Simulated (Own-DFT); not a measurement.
# Computed records: SiC (2H silicon carbide, atoms displaced)

Computed with Own-DFT development build. A calculation, not a measurement: plane-wave PBE density functional theory by an unreviewed code, no spin, of a simulated periodic cell, stress positive in tension, free energy of the whole cell less one offset for each atom, forces on such cells passed a denser k mesh, this cell's mesh not checked; offsets are fitted by least squares, one for each functional and potential file, so energies compare only between cells with the same atoms and settings and are not formation energies; the far tail of each file's local potential was reset to the Coulomb form; each entry is a single point on an unrelaxed cell, so the pressure reflects the starting lattice, mostly measured values (interpolated for alloys), from which strain is counted, and rises with the displacements; printed positions are rounded, which can move forces by about a meV/angstrom; the program, named Own-DFT, is a retired in-house code; no spin-orbit coupling.

Common to all runs: functional PBE; potential files PseudoDojo norm-conserving, scalar-relativistic, standard set; wave cutoff 42 hartree; occupations Fermi-Dirac; smearing width 0.1 eV; hardware one NVIDIA H100; k mesh 4 x 4 x 3 centred on Gamma.

(1) 
```xyz
72
Lattice="9.2481 0.0000 0.0000 -4.6241 8.0091 0.0000 0.0000 0.0000 10.0681" Properties=species:S:1:pos:R:3:force_x:R:1:force_y:R:1:force_z:R:1 formula=SiC free_energy_of_cell_above_offsets=-10.636 pressure=3.79 stress_xx=-2.1 stress_yy=-2.55 stress_zz=-6.72 stress_yz=0.13 stress_xz=0.18 stress_xy=-0.28 wall_time=349.1
Si    -0.0038     0.0102    10.0424     -0.144     -0.176      0.537
Si     0.0379     1.7665     2.5537     -0.439      0.657     -1.121
C     -4.6128     8.0060     1.9337     -0.152       0.36     -0.813
C      0.0049     1.7913     4.4181      0.734     -0.273      0.113
Si     0.0032     0.0190     5.0797      0.282     -0.502     -1.247
Si     0.0195     1.8422     7.5194     -1.249     -0.998      0.737
C      9.2049     0.0039     6.9061      1.496      0.932      0.904
C      0.0016     1.8162     9.4499     -0.294     -0.644     -0.306
Si    -1.5356     2.6756     0.0441     -0.205      0.288     -1.403
Si    -1.5557     4.4518     2.5062      0.002      0.693      0.028
C     -1.5567     2.7262     1.8812      0.485     -1.419      0.816
C     -1.5208     4.4457     4.4019      0.317      0.267      0.059
Si    -1.4899     2.6914     5.0004     -1.224      -0.39      0.845
Si    -1.5176     4.4607     7.5619     -1.103     -0.347     -0.418
C      7.6875     2.6863     6.9257      0.585     -0.162     -0.441
C     -1.5052     4.4393     9.4040     -0.089      0.506      1.155
Si    -3.0646     5.3378    10.0490      0.223      0.239      0.262
Si    -3.1148     7.1118     2.5947      0.913      0.106     -2.068
C     -3.0776     5.3671     1.9000     -0.631     -0.744     -0.086
C     -3.0751     7.1018     4.3914      0.026      0.096      2.053
Si    -3.0477     5.2864     5.0844     -0.661      0.943     -1.121
Si    -3.0463     7.1596     7.5407     -1.228     -0.746     -0.345
C      6.1531     5.3597     6.9227      0.311      -0.04      0.864
C     -3.0845     7.1309     9.4126     -0.208     -0.243      0.156
Si    -1.5502     8.0016     9.9922     -0.405      0.591       1.72
Si     3.0736     1.7975     2.5194      0.183     -1.116     -0.306
C      3.0641     0.0093     1.8831     -0.735      0.051     -0.249
C      3.1397     1.7518     4.4065     -1.176      0.582      0.256
Si    -1.4933     7.9875     5.0139     -1.272       0.14      0.282
Si     3.0846     1.8104     7.5234      0.705     -0.378      0.336
C     -1.5331     7.9911     6.9089     -0.003       0.99     -0.059
C      3.0884     1.7602     9.4276     -0.117      1.168     -0.191
Si     1.5041     2.6809     0.0300      1.409      0.038     -1.296
Si     1.5399     4.4581     2.5361     -0.017      0.107     -1.045
C      1.5974     2.6704     1.8492     -1.408       0.31      1.812
C      1.5389     4.4463     4.3977       0.52      0.244      0.576
Si     1.5353     2.6817     5.0401      0.863     -0.372     -0.729
Si     1.5238     4.4140     7.4893      0.243      2.082      1.663
C      1.5203     2.7151     6.9069      0.826     -1.262     -0.327
C      1.5766     4.4738     9.4413     -0.434     -0.664     -0.587
Si     0.0602     5.3785    10.0570     -1.082     -1.051     -0.176
Si    -0.0619     7.1465     2.4793      1.155     -0.725      0.423
C     -0.0272     5.2970     1.8513      0.695      1.073      0.908
C     -0.0006     7.1211     4.4348      0.158     -0.859     -1.209
Si     0.0402     5.3377     5.0487     -1.013      0.133     -0.245
Si    -0.0231     7.1077     7.5712      0.438      0.216     -0.175
C     -0.0218     5.3468     6.9453      0.564     -0.211     -0.507
C     -0.0251     7.1343     9.4592      0.469     -0.242     -0.541
Si     6.1155     0.0169     0.0015      1.116      0.244      0.135
Si     6.1690     1.8095     2.5379     -0.325     -0.325     -1.118
C      6.1622     0.0311     1.9144      0.105     -0.538     -0.277
C      6.2139     1.7626     4.3665     -0.357      0.452      1.177
Si     1.5016     7.9888     5.0063       1.17      0.729      0.567
Si     6.1615     1.7651     7.5702      0.551      0.027     -0.853
C      1.4959     7.9899     6.9321      0.645      0.356     -0.234
C      6.1413     1.8223     9.4061      1.047     -0.791      1.264
Si     4.6800     2.7335    10.0441     -1.784     -1.509      0.571
Si     4.6033     4.4097     2.5641      0.369      0.875     -1.081
C      4.5661     2.6455     1.8904      1.623      0.797     -0.157
C      4.6183     4.4527     4.4245     -0.022      0.069      0.449
Si     4.6506     2.6670     5.0002      0.477      0.035      0.674
Si     4.6064     4.4642     7.5755      0.264      0.026     -0.999
C      4.7063     2.6758     6.9230     -1.907      0.343     -0.411
C      4.6332     4.4485     9.4372     -0.214       1.02      0.226
Si     3.0730     5.3453     0.0321       0.61      -0.17     -0.758
Si     3.1238     7.1232     2.5621     -1.075      0.068     -0.971
C      3.0873     5.3550     1.8769     -0.071      -0.17      1.194
C      3.1023     7.1308     4.4185     -0.408      0.103      0.461
Si     3.0715     5.3922     5.0940      0.502     -0.977     -2.176
Si     3.0953     7.1449     7.5246     -1.276     -0.442       0.55
C      3.0339     5.3780     6.8793      0.683     -0.775      1.877
C      3.0707     7.0778     9.4171     -0.036      1.301      0.396
```

Units: free_energy_of_cell_above_offsets in eV; pressure, stress_xx, stress_yy, stress_zz, stress_yz, stress_xz, stress_xy in GPa; wall_time in s; force_x, force_y, force_z in eV/Å.

(2) 
```xyz
72
Lattice="9.2481 0.0000 0.0000 -4.6241 8.0091 0.0000 0.0000 0.0000 10.0681" Properties=species:S:1:pos:R:3:force_x:R:1:force_y:R:1:force_z:R:1 formula=SiC free_energy_of_cell_above_offsets=-10.004 pressure=3.95 stress_xx=-2.32 stress_yy=-2.8 stress_zz=-6.72 stress_yz=0.04 stress_xz=0.08 stress_xy=0.55 wall_time=356
Si     9.2060     0.0117    10.0620      0.661     -0.644      0.949
Si    -0.0182     1.8436     2.5923      0.283     -1.796     -1.696
C      0.0088     0.0158     1.9051       -0.8     -0.421      0.197
C     -0.0437     1.8280     4.4071      1.917     -1.173      1.161
Si    -4.5677     7.9776     5.0189     -1.005      0.786     -0.087
Si     0.0008     1.7787     7.5483      0.173     -0.689       0.33
C      4.6211     7.9784     6.9118     -0.161      0.366      0.491
C     -0.0099     1.7326     9.4733      0.595      1.298     -1.277
Si    -1.5188     2.6713    10.0501      0.163     -0.424      0.788
Si    -1.5731     4.4434     2.5554      1.301     -0.547      -1.02
C     -1.4916     2.6401     1.8748     -1.454      1.213      0.081
C     -1.5675     4.4288     4.3820      0.075      0.109       1.63
Si    -1.4956     2.6777     5.0566     -1.517      0.193     -0.407
Si    -1.5457     4.4291     7.5752      0.504      0.616     -0.147
C     -1.5026     2.6737     6.9263     -0.626      0.125      0.201
C     -1.4949     4.4393     9.4839     -1.298     -0.072     -0.918
Si    -3.0687     5.3308    10.0611      0.429      0.419      0.714
Si    -3.0902     7.1215     2.5245      0.332      0.501     -0.525
C     -3.0417     5.3445     1.9569     -1.442     -0.245     -1.766
C     -3.0590     7.1096     4.3837     -0.273      -0.01      0.838
Si     6.1067     5.3298     5.0610      1.679      0.414     -0.435
Si    -3.1140     7.1382     7.6333      0.844     -0.264     -2.366
C     -3.0430     5.3579     6.9317     -1.256     -0.313      0.929
C     -3.0614     7.1542     9.4327     -1.191     -0.863      1.201
Si     3.0417     0.0373    10.0492      1.706      -0.48      1.098
Si     3.0504     1.7658     2.5810       0.02     -0.268     -2.742
C     -1.5296     8.0059     1.8964     -0.383     -0.188      0.027
C      3.1082     1.7720     4.3514      -0.41       0.15      2.854
Si    -1.5455     7.9972     5.0517     -0.091     -0.057     -0.571
Si     3.1200     1.7325     7.5074      -0.96      0.832       1.01
C     -1.5369     7.9975     6.9131     -0.481      -0.28      0.657
C      3.0765     1.8096     9.4759          1     -0.523     -1.502
Si     1.5889     2.6681    10.0330     -1.723      0.481      0.982
Si     1.5089     4.4121     2.5794      0.398     -0.166     -2.162
C      1.4960     2.6262     1.8943      1.087      0.946      0.173
C      1.5049     4.3991     4.4018      1.704      1.218      0.955
Si     1.5578     2.7224     5.0605     -0.179     -2.298     -0.609
Si     1.5525     4.4797     7.5290     -0.784     -0.989      0.797
C      1.5271     2.6492     6.9080      0.705      0.516      0.607
C      1.5517     4.4718     9.4173      0.286     -0.521      0.404
Si    -0.0075     5.3323    10.0545      1.159      0.109      1.124
Si    -0.0016     7.0741     2.5485     -0.255      0.801     -0.813
C      0.0143     5.3116     1.9217     -0.541     -0.048     -0.309
C     -0.0699     7.0576     4.4290      1.705       0.11       0.03
Si     0.0314     5.2457     5.0258     -2.014      1.732      0.597
Si    -0.0045     7.0924     7.5479       0.04      1.168      0.377
C     -0.0065     5.3739     6.9576      0.278     -1.635     -1.026
C      0.0107     7.0782     9.4584     -0.432      1.443     -0.533
Si     6.1962     0.0364    10.0340     -1.258     -1.217      1.015
Si     6.1877     1.8171     2.5093      -0.31     -0.814      -0.41
C      6.1294     0.0204     1.8752      0.725     -0.465      0.502
C      6.2052     1.7849     4.3853     -0.009     -0.655      0.635
Si     1.5471     7.9514     5.0274     -0.502      0.814     -0.585
Si     6.1729     1.8102     7.5168     -0.154     -0.283      0.541
C      6.1177     0.0502     6.8877      0.994     -1.152      0.983
C      6.1960     1.7731     9.4519     -0.525      1.058      -0.78
Si     4.6279     2.7166    10.0616      0.076     -1.686      0.399
Si     4.6172     4.4315     2.4807     -0.065       0.62       0.79
C      4.5751     2.6616     1.8912      0.802      0.379     -0.047
C      4.6275     4.4904     4.4043     -0.789     -1.446      0.037
Si     4.6711     2.6251     5.0006     -0.529      1.101      0.425
Si     4.5874     4.4781     7.6241      1.292      -0.77     -2.632
C      4.5999     2.6747     6.9499      0.742      0.537     -0.716
C      4.6208     4.4351     9.4030      0.611      0.919      2.098
Si     3.1270     5.3406     0.0141     -1.609     -0.221      -0.18
Si     3.0536     7.0533     2.5263      0.378      2.005     -0.447
C      3.0461     5.3400     1.8829      0.485     -1.036      0.285
C      3.1026     7.0932     4.4110     -0.229     -0.208       0.38
Si     3.0973     5.3352     5.0969     -0.157      -0.14      -1.07
Si     3.0796     7.0994     7.6017      -0.54      0.898      -1.79
C      3.0837     5.3212     6.9733      -0.04        0.7     -0.604
C      3.0565     7.0902     9.4232      0.844      0.428       0.88
```

Units: free_energy_of_cell_above_offsets in eV; pressure, stress_xx, stress_yy, stress_zz, stress_yz, stress_xz, stress_xy in GPa; wall_time in s; force_x, force_y, force_z in eV/Å.

(3) 
```xyz
72
Lattice="9.2481 0.0000 0.0000 -4.6241 8.0091 0.0000 0.0000 0.0000 10.0681" Properties=species:S:1:pos:R:3:force_x:R:1:force_y:R:1:force_z:R:1 formula=SiC free_energy_of_cell_above_offsets=-10.056 pressure=3.92 stress_xx=-3.11 stress_yy=-2.75 stress_zz=-5.9 stress_yz=0.24 stress_xz=-0.45 stress_xy=-0.58 wall_time=362.5
Si     4.5808     7.9585    10.0325      1.595      1.159      0.831
Si     0.0271     1.7898     2.4863     -0.118     -0.676      0.615
C     -4.5843     7.9936     1.9171     -0.922      0.348     -1.119
C     -0.0710     1.8288     4.4121      1.286     -0.536     -0.464
Si    -0.0010     0.0218     5.0710     -0.227      0.172     -1.433
Si     0.0066     1.7891     7.5847     -0.604      0.482     -1.009
C      9.2265     0.0165     6.9148      0.541     -0.189      0.836
C     -0.0525     1.7794     9.4454      0.916      -0.56      0.256
Si     7.7161     2.6530     0.0896     -0.587      0.701     -3.154
Si    -1.5264     4.4052     2.5354     -0.787      1.247     -0.424
C     -1.4665     2.6793     1.8584     -1.557     -0.458       2.08
C     -1.5339     4.4729     4.3973     -0.252     -0.063      0.524
Si     7.6622     2.7099     5.0142      0.377     -0.228      0.572
Si    -1.5162     4.4664     7.5525     -0.702     -0.588      0.452
C      7.6779     2.7143     6.9032      1.054     -0.557      0.246
C     -1.5231     4.4528     9.4267     -0.653     -0.585      0.803
Si     6.1296     5.2844    10.0492      2.334      1.787      0.498
Si    -3.0775     7.1130     2.5138      0.741      0.242     -0.424
C      6.1349     5.3665     1.8748      0.834     -0.874      0.201
C     -3.0953     7.1286     4.3786      0.174     -0.298      1.367
Si     6.1693     5.3157     5.0637      -0.42      0.314     -0.593
Si    -3.0809     7.1274     7.5592     -0.161      -0.22     -0.317
C      6.1318     5.2963     6.9677      1.935      1.763     -0.992
C     -3.0517     7.1401     9.4158     -1.206     -0.608      0.485
Si     3.0457     0.0651    10.0212      1.648     -1.279       0.79
Si     3.0442     1.7847     2.5177      0.785      -0.31     -0.276
C      3.1550     0.0004     1.8670     -2.375      0.721      0.012
C      3.0956     1.7234     4.4433     -1.077      1.266     -1.008
Si     3.0509     0.0030     5.0494      0.673     -1.027      0.003
Si     3.0658     1.7426     7.5541      0.783      2.013     -0.016
C      3.1218     0.0319     6.9877     -1.324     -1.431     -1.566
C      3.1130     1.8263     9.4338     -1.086     -0.323     -0.182
Si     1.5290     2.6563    10.0484     -0.148      0.625     -1.366
Si     1.5522     4.4577     2.5470     -0.722     -0.234     -0.174
C      1.5163     2.6678     1.7833      0.772      0.276      2.829
C      1.5662     4.5081     4.4408     -0.096      -0.84     -0.244
Si     1.4988     2.6892     5.0198      0.585      0.133      0.123
Si     1.5428     4.4243     7.5180      0.622      0.597      0.813
C      1.5567     2.6898     6.9085     -0.436     -1.166      0.349
C      1.5029     4.4671     9.4231      1.076      -0.58      0.433
Si    -0.0176     5.3215     0.0264      0.061       0.39     -0.004
Si    -0.0354     7.1319     2.4917      1.485      -1.01      0.393
C     -0.0306     5.3049     1.9406      0.732      0.615     -0.644
C      0.0277     7.0439     4.4119     -1.167      2.906     -0.461
Si    -0.0052     5.4012     5.0459      0.353     -2.666      0.535
Si    -0.0067     7.1277     7.5133      0.987     -0.868      1.879
C      0.0111     5.2939     6.9726     -0.301      1.478     -1.456
C      0.0314     7.0918     9.4959     -0.772      0.987     -1.153
Si     6.1743     0.0299     0.0087     -0.565     -0.664     -0.384
Si     6.1656     1.8066     2.5196      0.244     -0.656     -0.264
C      1.5493     8.0031     1.8734     -0.103      0.474      0.667
C      6.1782     1.7619     4.4118     -0.655      0.034      -0.32
Si     1.4885     7.9935     5.0627      1.836      -0.28     -1.409
Si     6.2206     1.7957     7.5568     -1.158     -0.606     -0.301
C      1.5520     7.9632     6.8855      0.052        0.8      1.312
C      6.1485     1.7753     9.4387      0.665      0.381      0.466
Si     4.6209     2.6759     0.0010      0.538     -0.065     -0.173
Si     4.6076     4.4941     2.4861      0.627     -1.176      1.129
C      4.6211     2.6703     1.8695     -0.189      0.443      0.728
C      4.6196     4.3955     4.4445        0.5       0.67     -1.002
Si     4.6161     2.6280     5.0253      0.235      0.275      0.559
Si     4.6702     4.4564     7.5326     -1.755     -1.537      0.814
C      4.6355     2.6295     6.9261     -0.014      0.306      0.201
C      4.6868     4.4432     9.4734     -2.389     -0.261     -0.999
Si     3.0832     5.3323     0.0544     -0.289     -0.113     -1.262
Si     3.0723     7.1264     2.4943      0.606      0.241      0.541
C      3.0740     5.3357     1.9371     -0.307      0.371     -0.853
C      3.1495     7.1031     4.3648     -1.189      0.876      0.926
Si     3.1514     5.3829     5.0333     -0.773     -0.859      0.073
Si     3.0818     7.0949     7.5662     -0.072     -0.191     -0.781
C      3.1060     5.3080     6.9208      0.022      0.594      0.366
C      3.0811     7.1429     9.4269     -0.515     -1.102      0.518
```

Units: free_energy_of_cell_above_offsets in eV; pressure, stress_xx, stress_yy, stress_zz, stress_yz, stress_xz, stress_xy in GPa; wall_time in s; force_x, force_y, force_z in eV/Å.
